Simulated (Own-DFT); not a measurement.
# Strain and stress in wurtzite GaN, 96 atoms (Ga48N48)

These are calculations, not measurements. They come from Own-DFT, an in-house plane-wave density functional program, since retired, whose code no person has reviewed. Each row is one single-point run on a periodic cell that was not relaxed, without spin or spin-orbit coupling.

Settings of every run: PBE; PseudoDojo norm-conserving scalar-relativistic files (stringent for Ga); cutoff 96 hartree; 3 x 4 x 3 k mesh centred on Gamma; Gaussian smearing of 0.01 eV.

Known limits: forces on such cells passed a denser k mesh, each cell not checked; stress not checked against mesh or cutoff.

Unstrained cell vectors in Å: (12.756, 0.000, 0.000); (-4.784, 8.285, 0.000); (0.000, 0.000, 10.370). The unstrained cell has measured lattice constants (interpolated for alloys), not those of this functional. That, the random moves and any unrelaxed bonds set the pressure at no strain. Each run strains this cell uniformly, with the atoms carried along. Every atom was also moved at random, by a Gaussian of width 0.05 Å on each axis. Strain is the symmetric tensor, in per cent. Stress is positive in tension, and the pressure is minus a third of its trace.

| run | e_xx (%) | e_yy (%) | e_zz (%) | s_xx (GPa) | s_yy (GPa) | s_zz (GPa) | P (GPa) | E (meV/atom) |
|---|---|---|---|---|---|---|---|---|
| 1 | 0.00 | 0.00 | 2.25 | -5.39 | -3.98 | 0.19 | 3.06 | 12.8 |
| 2 | 0.00 | 0.00 | -0.75 | -8.30 | -7.41 | -9.18 | 8.30 | 9.1 |
| 3 | 0.00 | 0.00 | 0.50 | -6.46 | -7.60 | -3.64 | 5.90 | 5.9 |
| 4 | 0.00 | 0.00 | 2.50 | -5.66 | -4.57 | 3.19 | 2.34 | 0.0 |
| 5 | 0.00 | 0.00 | 0.25 | -7.06 | -6.87 | -6.17 | 6.70 | 18.5 |
| 6 | 0.00 | 0.00 | 1.25 | -5.85 | -5.77 | -1.77 | 4.47 | 3.7 |
| 7 | 0.00 | 0.00 | -2.00 | -8.58 | -6.77 | -19.52 | 11.62 | 39.4 |
| 8 | 0.00 | 0.00 | 1.00 | -5.87 | -7.42 | -2.17 | 5.15 | 8.2 |
| 9 | 0.00 | 0.00 | -1.00 | ? | ? | ? | ? | ? |

E is the free energy for each atom above the lowest run shown.

## Worked fit

The change of volume is close to e_xx + e_yy + e_zz. A straight line through the runs shown gives P = 7.19 - 199 x (fractional change of volume) GPa, with an error of 8 on the slope and a scatter of 0.33 GPa. The strain isn't the same on all axes and the cell isn't cubic, so the slope belongs to this path and is not the bulk modulus.

## Withheld run

Question: what pressure should run 9 give? Its volume changes by -1.00 %.

The line gives 9.2 GPa. The calculation gave 9.34 GPa.
